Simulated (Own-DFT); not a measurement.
Simulation results for In3GaP4 (zincblende random alloy, atoms displaced)

Computed with Own-DFT development build. A calculation, not a measurement: plane-wave PBE density functional theory by an unreviewed code, no spin, of a simulated periodic cell, stress positive in tension, free energy of the whole cell less one offset for each atom, forces on such cells passed a denser k mesh, this cell's mesh not checked; offsets are fitted by least squares, one for each functional and potential file, so energies compare only between cells with the same atoms and settings and are not formation energies; the far tail of each file's local potential was reset to the Coulomb form; each entry is a single point on an unrelaxed cell, so the pressure reflects the starting lattice, mostly measured values, from which strain is counted, and rises with the displacements; printed positions are rounded, which can move forces by about a meV/angstrom; the program is a retired in-house code; no spin-orbit coupling.

In3GaP4 (zincblende random alloy, atoms displaced)

```cif
# cell vector a (Å): 11.5283 0.0000 0.0000
# cell vector b (Å): 0.0000 11.5283 0.0000
# cell vector c (Å): 0.0000 0.0000 11.5283
data_In3GaP4
_symmetry_space_group_name_H-M 'P 1'
_symmetry_Int_Tables_number 1
_cell_length_a 11.5283
_cell_length_b 11.5283
_cell_length_c 11.5283
_cell_angle_alpha 90.000
_cell_angle_beta 90.000
_cell_angle_gamma 90.000
_cell_volume 1532.13
loop_
_atom_site_label
_atom_site_type_symbol
_atom_site_fract_x
_atom_site_fract_y
_atom_site_fract_z
_atom_site_occupancy
In1 In 0.01805 0.99941 0.00588 1
Ga1 Ga 0.99499 0.25450 0.24722 1
Ga2 Ga 0.24912 0.00267 0.23746 1
In2 In 0.24908 0.26243 0.99597 1
P1 P 0.13010 0.13974 0.11372 1
P2 P 0.13606 0.37544 0.36453 1
P3 P 0.37974 0.13602 0.38799 1
P4 P 0.37956 0.37291 0.11331 1
In3 In 0.99890 0.00504 0.50921 1
In4 In 0.99479 0.25295 0.75657 1
Ga3 Ga 0.25983 0.00538 0.75390 1
In5 In 0.24904 0.25286 0.50419 1
P5 P 0.13651 0.12436 0.63145 1
P6 P 0.13051 0.39088 0.87120 1
P7 P 0.37572 0.12976 0.88347 1
P8 P 0.37442 0.37511 0.61928 1
In6 In 0.99028 0.50747 0.98067 1
In7 In 0.00669 0.75370 0.24687 1
Ga4 Ga 0.25368 0.50443 0.24297 1
Ga5 Ga 0.23742 0.74162 0.00332 1
P9 P 0.11806 0.63486 0.12805 1
P10 P 0.13923 0.87625 0.38419 1
P11 P 0.37656 0.62386 0.37220 1
P12 P 0.35909 0.87296 0.11573 1
In8 In 0.00749 0.49396 0.49631 1
Ga6 Ga 0.99100 0.75767 0.74171 1
Ga7 Ga 0.24960 0.50732 0.75070 1
In9 In 0.25220 0.74178 0.49369 1
P13 P 0.13368 0.61100 0.63649 1
P14 P 0.11843 0.87950 0.87643 1
P15 P 0.37987 0.61912 0.86657 1
P16 P 0.37164 0.87731 0.62047 1
In10 In 0.50293 0.00319 0.99179 1
In11 In 0.51352 0.25613 0.25508 1
In12 In 0.73429 0.00175 0.24500 1
In13 In 0.74897 0.24730 0.99446 1
P17 P 0.63921 0.11838 0.13659 1
P18 P 0.61806 0.38416 0.37298 1
P19 P 0.86917 0.12241 0.36922 1
P20 P 0.86871 0.38706 0.11871 1
In14 In 0.50744 0.00935 0.49601 1
Ga8 Ga 0.50820 0.24041 0.74967 1
In15 In 0.76080 0.00152 0.75483 1
In16 In 0.75433 0.26420 0.51510 1
P21 P 0.62164 0.12671 0.61902 1
P22 P 0.61542 0.37526 0.87232 1
P23 P 0.87333 0.11548 0.88565 1
P24 P 0.87542 0.38156 0.63306 1
In17 In 0.49937 0.49816 0.00891 1
In18 In 0.50968 0.73894 0.24089 1
In19 In 0.74771 0.49740 0.25130 1
In20 In 0.75048 0.74842 0.99478 1
P25 P 0.61477 0.62765 0.12341 1
P26 P 0.62894 0.88052 0.37683 1
P27 P 0.87102 0.61527 0.38005 1
P28 P 0.87917 0.87151 0.13216 1
In21 In 0.50703 0.49855 0.50139 1
In22 In 0.49673 0.74909 0.74435 1
In23 In 0.74346 0.51717 0.74874 1
In24 In 0.75382 0.74701 0.50108 1
P29 P 0.61529 0.62105 0.63147 1
P30 P 0.61174 0.86806 0.88297 1
P31 P 0.87874 0.61254 0.87420 1
P32 P 0.87341 0.87408 0.63581 1
```

- functional: PBE
- potential files: PseudoDojo norm-conserving, scalar-relativistic, standard set
- wave cutoff: 42 hartree
- occupations: Fermi-Dirac
- smearing width: 0.1 eV
- k mesh: 3 x 3 x 3 centred on Gamma
- free energy of cell above offsets: -25.109 eV
- pressure: 5.27 GPa
- stress xx: -5.13 GPa
- stress yy: -5.45 GPa
- stress zz: -5.23 GPa
- stress yz: -0.47 GPa
- stress xz: -0.71 GPa
- stress xy: 1.37 GPa

Force:
```tsv
element	x (eV/Å)	y (eV/Å)	z (eV/Å)
In	-1.682	0.103	0.78
Ga	0.154	0.055	-0.131
Ga	0.258	0.245	0.809
In	-0.033	0.153	-0.837
P	-0.59	-0.425	2.666
P	-0.765	-0.108	-0.963
P	-0.548	-0.84	-2.509
P	-0.785	0.134	2.845
In	0.466	-0.158	-0.71
In	0.755	-0.552	0.202
Ga	-0.221	-0.56	0.076
In	-0.365	0.155	-0.288
P	-0.691	-0.196	0.992
P	0.067	-0.499	-0.638
P	0.056	0.207	-2.193
P	0.431	0.335	2.268
In	3.309	-2.357	3.891
In	-0.616	0.565	2.477
Ga	0.103	-0.091	-0.171
Ga	0.628	0.568	-0.967
P	1.695	-2.421	-1.324
P	-1.297	1.426	-1.536
P	0.145	-0.993	-0.863
P	0.469	0.005	0.33
In	0.241	-0.036	0.259
Ga	1.459	-1.129	1.23
Ga	1.458	-1.051	0.324
In	0.005	-0.305	1.386
P	-1.437	1.948	-0.753
P	1.688	-1.89	-1.901
P	-1.734	0.143	1.142
P	-0.003	0.766	0.567
In	-0.604	0.181	2.005
In	-1.628	-1.247	-0.928
In	3.865	-3.162	2.428
In	-0.403	0.665	0.435
P	-3.66	3.523	-3.895
P	1.92	-0.499	0.836
P	0.814	1.185	0.413
P	1.108	-1.481	0.183
In	-1.229	-1.376	-0.002
Ga	-1.003	0.691	-0.012
In	-2.287	-0.098	0.137
In	-0.588	-0.907	-1.743
P	1.149	0.693	2.034
P	0.464	-0.641	-0.647
P	1.207	0.729	0.028
P	0.443	0.744	0.269
In	0.003	0.556	-1.743
In	-2.589	3.005	2.158
In	-0.309	0.737	-0.373
In	0.513	-0.039	0.571
P	3.157	-1.533	-1.453
P	-0.566	-1.538	0.135
P	0.94	0.851	-0.423
P	-0.847	0.864	-0.94
In	-1.667	0.289	0.072
In	-0.828	0.966	0.261
In	0.224	-2.048	0.621
In	-0.556	0.091	0.269
P	0.656	1.313	-1.474
P	1.661	0.03	-1.472
P	-2.355	4.888	-3.028
P	0.373	-0.63	-1.182
```
